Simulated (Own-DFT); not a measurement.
# A layer strained by its substrate: wurtzite GaN, 72 atoms (Ga36N36)

Source: density functional calculations with Own-DFT, an unreviewed in-house program that is no longer used. Nothing was measured or relaxed, and spin and spin-orbit coupling are left out.

Method: PBE; PseudoDojo norm-conserving scalar-relativistic files (stringent for Ga); cutoff 96 hartree; 4 x 4 x 3 k mesh centred on Gamma; Gaussian smearing of 0.01 eV.

Keep in mind: forces not confirmed at this smearing and k mesh; stress not checked against mesh or cutoff.

Unstrained cell vectors in Å: (9.567, 0.000, 0.000); (-4.784, 8.285, 0.000); (0.000, 0.000, 10.370). The unstrained cell has measured lattice constants (interpolated for alloys), not those of this functional. That, the random moves and any unrelaxed bonds set the pressure at no strain. Each run strains x and y alike by e, as a substrate would, and holds the height along z. Each atom got a random Gaussian move of width 0.05 Å along each axis. Stress is positive in tension.

```
e (%)  u (Å)  (s_xx + s_yy)/2 (GPa)  s_zz (GPa)
-3.00  0.052                 -25.18      -13.08
-2.75  0.051                 -23.74      -12.08
-2.50  0.048                 -22.37      -10.68
-1.75  0.053                 -16.44      -11.56
-1.00  0.053                 -12.67       -9.40
-0.25  0.052                  -8.03       -7.95
 1.00  0.052                      ?           ?
 1.25  0.048                  -0.57       -5.14
 1.75  0.054                   1.05       -6.05
 2.75  0.049                   6.36       -4.85
```

## Working it out

With e as a fraction, the in-plane stress is -6.9 + 538 e - 2522 e² GPa (errors 8 and 536, scatter 0.47), and s_zz is -8.1 + 143 e GPa (slope ± 14, scatter 0.82). At e = 0 the first slope is C11 + C12 and the second 2 C13, both with the ions held to the strained lattice and at the cell's own pressure. The term in e² is negative: the layer stiffens under compression and softens under tension. A free layer would change its height as e changes, and the in-plane slope would drop by 2 C13²/C33 to the biaxial modulus. At fixed height, a misfit of 1 % moves the in-plane stress by about 5.4 GPa and s_zz by 1.4 GPa.

## The run left out

The question: what are the two stresses at e = 1.00 %?

From the fit: -1.8 and -6.7 GPa. Computed: -2.16 and -5.69 GPa.
